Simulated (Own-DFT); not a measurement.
# Point defects and the pressure they add: zincblende InP

No measurement is shown. These are fixed-geometry runs of a retired plane-wave code named Own-DFT, which no person has reviewed; spin and spin-orbit coupling are neglected.

Settings: PBE; PseudoDojo norm-conserving scalar-relativistic files; cutoff 36 hartree; 2 x 3 x 3 k mesh centred on Gamma; Fermi-Dirac smearing of 0.1 eV.

Keep in mind (not all hold for every row): not probed for a lower state with spin; forces on such cells failed a check on a denser k mesh; forces not confirmed at this smearing and k mesh; stress not checked against mesh or cutoff.

All runs share one cell, with vectors in Å (17.606, 0.000, 0.000); (0.000, 11.737, 0.000); (0.000, 0.000, 11.737) and a volume of 2425.5 Å³. The atoms are randomly displaced, by u rms on each axis. The defect's site can differ from row to row.

| cell | formula | u (Å) | P (GPa) |
|---|---|---|---|
| no defect | In48P48 | 0.0201 | 3.20 |
| no defect | In48P48 | 0.0505 | 3.56 |
| no defect | In48P48 | 0.0526 | 3.61 |
| one P on an In site | In47P49 | 0.0283 | 3.16 |
| one P on an In site | In47P49 | 0.0284 | ? |
| one P on an In site | In47P49 | 0.0489 | 3.48 |
| one P on an In site | In47P49 | 0.0505 | 3.46 |
| one In on a P site and one P on an In site | In48P48 | 0.0298 | 3.49 |
| one In on a P site and one P on an In site | In48P48 | 0.0312 | 3.54 |
| one In on a P site and one P on an In site | In48P48 | 0.0487 | 3.71 |
| one In on a P site | In49P47 | 0.0306 | 3.87 |
| one In on a P site | In49P47 | 0.0512 | 4.18 |
| one In on a P site | In49P47 | 0.0525 | 4.24 |
| two P vacancies | In48P46 | 0.0500 | 3.41 |
| two P vacancies | In48P46 | 0.0521 | 3.41 |
| two P vacancies | In48P46 | 0.0523 | 3.35 |

## Working it out

P = P0 + c u² + a shift for each defect gives P0 = 3.13 GPa, c = 172 ± 12 GPa/Å² and a scatter of 0.04 GPa. The shifts, and each times the cell's volume:

- one In on a P site: 0.61 ± 0.03 GPa, 9.2 eV
- one In on a P site and one P on an In site: 0.21 ± 0.03 GPa, 3.2 eV
- one P on an In site: -0.09 ± 0.03 GPa, -1.4 eV
- two P vacancies: -0.19 ± 0.03 GPa, -2.9 eV (-1.5 eV for each of its 2 sites)

A positive shift means that the defect pushes the cell outwards. Shift times volume (160.2 GPa Å³ is 1 eV) depends little on the cell's size, so, taken for each site, it can be compared between cells at like pressure. The atoms around the defects weren't relaxed, which would change these numbers.

## Withheld run

Asked: what pressure belongs in the blank (one P on an In site, u = 0.0284 Å)?

The fit gives 3.17 ± 0.04 GPa. Computed: 3.14 GPa.
